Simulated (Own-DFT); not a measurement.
# Shaking the atoms of beta-Si3N4, 42 atoms (N24Si18)

All numbers below are calculated, not measured. The program, named Own-DFT, is a retired in-house plane-wave density functional code that no person has reviewed. Each row is one single-point run on a periodic cell that was not relaxed, without spin or spin-orbit coupling.

Settings of every run: PBE; PseudoDojo norm-conserving scalar-relativistic files; cutoff 42 hartree; 3 x 3 x 3 k mesh centred on Gamma; Fermi-Dirac smearing of 0.1 eV.

Known limits, some of them of some rows only: some atoms lie very close together; forces on such cells passed a denser k mesh, each cell not checked; stress not checked against mesh or cutoff.

Cell vectors in Å: (7.606, 0.000, 0.000); (-3.803, 6.587, 0.000); (0.000, 0.000, 8.727). In each run every atom was moved at random and independently from its ideal site; u is the rms move along one axis. E is the free energy for each atom above the fitted value at u = 0, and F the rms of the force components.

| run | u (Å) | E (meV/atom) | F (eV/Å) | largest force (eV/Å) | P (GPa) |
|---|---|---|---|---|---|
| 1 | 0.0211 | 20.3 | 0.827 | 2.94 | 5.49 |
| 2 | 0.0214 | 25.4 | 0.935 | 3.39 | 5.53 |
| 3 | 0.0479 | ? | ? | ? | ? |
| 4 | 0.0497 | 116.4 | 2.047 | 6.89 | 8.19 |
| 5 | 0.0914 | 386.0 | 3.899 | 15.20 | 14.72 |
| 6 | 0.0945 | 501.0 | 5.043 | 28.81 | 19.33 |
| 7 | 0.0948 | 436.8 | 5.087 | 31.03 | 16.28 |
| 8 | 0.1517 | 1243.4 | 9.758 | 41.83 | 37.29 |

## Worked fit

For small independent moves the energy grows as E = (3/2) K u², with K the mean stiffness felt by one atom. The runs with u up to 0.11 Å give K = 33.2 ± 1.6 eV/Å², with residuals divided by u² + 0.0006 Å², since the noise grows with the moves. The scatter is 12.1 meV/atom at u = 0.05 Å. The forces follow F = G u with G = 46.0 eV/Å²; no force at u = 0 is resolved. G exceeds K because the moves of its neighbours add to the force on an atom, and stiffness differs between atoms. At u = 0.152 Å the parabola gives 1145 meV/atom and the run 1243. The pressure follows P = 4.83 + 1367 u² GPa: at fixed volume, shortened bonds push harder than stretched ones pull.

## Withheld run

Question: what energy and rms force should run 3 give?

The fit gives 114 ± 13 meV/atom and about 2.20 eV/Å. The calculation gave 95.4 meV/atom and 1.703 eV/Å. This run lies off the fit, by chance or by something that the fit leaves out.
